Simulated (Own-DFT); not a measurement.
# A change of arrangement and its cost: C36Si36, 72 atoms

Source: density functional calculations with Own-DFT, an unreviewed in-house program that is no longer used. Nothing was measured or relaxed, and spin and spin-orbit coupling are left out.

Common settings: PBE; PseudoDojo norm-conserving scalar-relativistic files; cutoff 42 hartree; 4 x 4 x 3 k mesh centred on Gamma; Fermi-Dirac smearing of 0.1 eV.

Limits: forces on such cells passed a denser k mesh, each cell not checked; stress not checked against mesh or cutoff.

All cells hold the same atoms in the same cell, with vectors in Å (9.248, 0.000, 0.000); (-4.624, 8.009, 0.000); (0.000, 0.000, 10.068). Atoms are randomly off their ideal sites, by an rms of u per axis. E is the free energy of the whole cell, counted from the lowest run. The arrangements:

- A: 2H SiC
- B: 4H SiC

| arrangement | u (Å) | E (eV) | P (GPa) |
|---|---|---|---|
| A | 0.0289 | 0.219 | 3.79 |
| A | 0.0291 | 0.453 | 3.85 |
| A | 0.0329 | 0.842 | 3.90 |
| A | 0.0554 | 5.665 | 5.38 |
| A | 0.0574 | 6.900 | 6.20 |
| A | 0.0598 | 7.455 | 6.23 |
| B | 0.0292 | 0.000 | 3.66 |
| B | 0.0298 | 0.193 | 3.72 |
| B | 0.0310 | 0.347 | 3.85 |
| B | 0.0566 | 6.530 | 5.84 |
| B | 0.0578 | 8.213 | 6.88 |
| B | 0.0592 | 7.469 | 6.27 |

Question: what order do the arrangements take when the shaking is discounted?

## Working it out

Fit E = a + b u², with one b for all and one a for each arrangement, and with residuals divided by u², since the noise grows with the moves. Then b = 2756 eV/Å², the scatter at u = 0.04 Å is 0.28 eV, and against A:

- B: -0.22 ± 0.12 eV (not told apart from A)

The cells share one lattice and weren't relaxed, which can shift such small differences either way.
